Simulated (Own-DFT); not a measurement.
# Point defects and the pressure they add: C11b WSi2

No measurement is shown. These are fixed-geometry runs of a retired plane-wave code named Own-DFT, which no person has reviewed; spin and spin-orbit coupling are neglected.

All runs used: PBEsol; PseudoDojo norm-conserving scalar-relativistic files, made for PBE; cutoff 50 hartree; 5 x 5 x 5 k mesh centred on Gamma; cold (Marzari-Vanderbilt) smearing of 0.2 eV.

Limits: forces on such cells failed a check on a denser k mesh; stress not checked against mesh or cutoff.

All runs share one cell, with vectors in Å (-2.148, -5.953, 3.409); (-6.444, 2.976, 1.136); (-2.553, -2.948, -6.757) and a volume of 403.2 Å³. The atoms are randomly displaced, by u rms on each axis. The defect's site can differ from row to row.

```
cell,formula,u (Å),P (GPa)
no defect,Si20W10,0.0191,0.38
no defect,Si20W10,0.0193,0.50
no defect,Si20W10,0.0497,1.93
one W on a Si site,Si19W11,0.0288,5.07
one W on a Si site,Si19W11,0.0316,5.36
one W on a Si site,Si19W11,0.0476,7.18
one W vacancy,Si20W9,0.0308,-0.04
one W vacancy,Si20W9,0.0467,0.91
one W vacancy,Si20W9,0.0502,1.10
one Si on a W site,Si21W9,0.0261,1.99
one Si on a W site,Si21W9,0.0319,2.57
one Si on a W site,Si21W9,0.0481,3.77
one Si vacancy,Si19W10,0.0304,-0.75
one Si vacancy,Si19W10,0.0310,-0.72
one Si vacancy,Si19W10,0.0500,-0.26
one Si vacancy,Si19W10,0.0516,?
```

## Worked fit

P = P0 + c u² + a shift for each defect gives P0 = 0.08 GPa, c = 803 ± 118 GPa/Å² and a scatter of 0.35 GPa. The shifts, and each times the cell's volume:

- one W on a Si site: 4.69 ± 0.28 GPa, 11.8 eV
- one Si on a W site: 1.63 ± 0.28 GPa, 4.1 eV
- one W vacancy: -0.93 ± 0.30 GPa, -2.3 eV
- one Si vacancy: -1.83 ± 0.29 GPa, -4.6 eV

A positive shift means that the defect pushes the cell outwards. Shift times volume (160.2 GPa Å³ is 1 eV) depends little on the cell's size, so, taken for each site, it can be compared between cells at like pressure. The atoms around the defects weren't relaxed, which would change these numbers.

## Prediction

Question: what pressure belongs in the blank (one Si vacancy, u = 0.0516 Å)?

The fit gives 0.39 ± 0.42 GPa. Computed: 1.14 GPa.
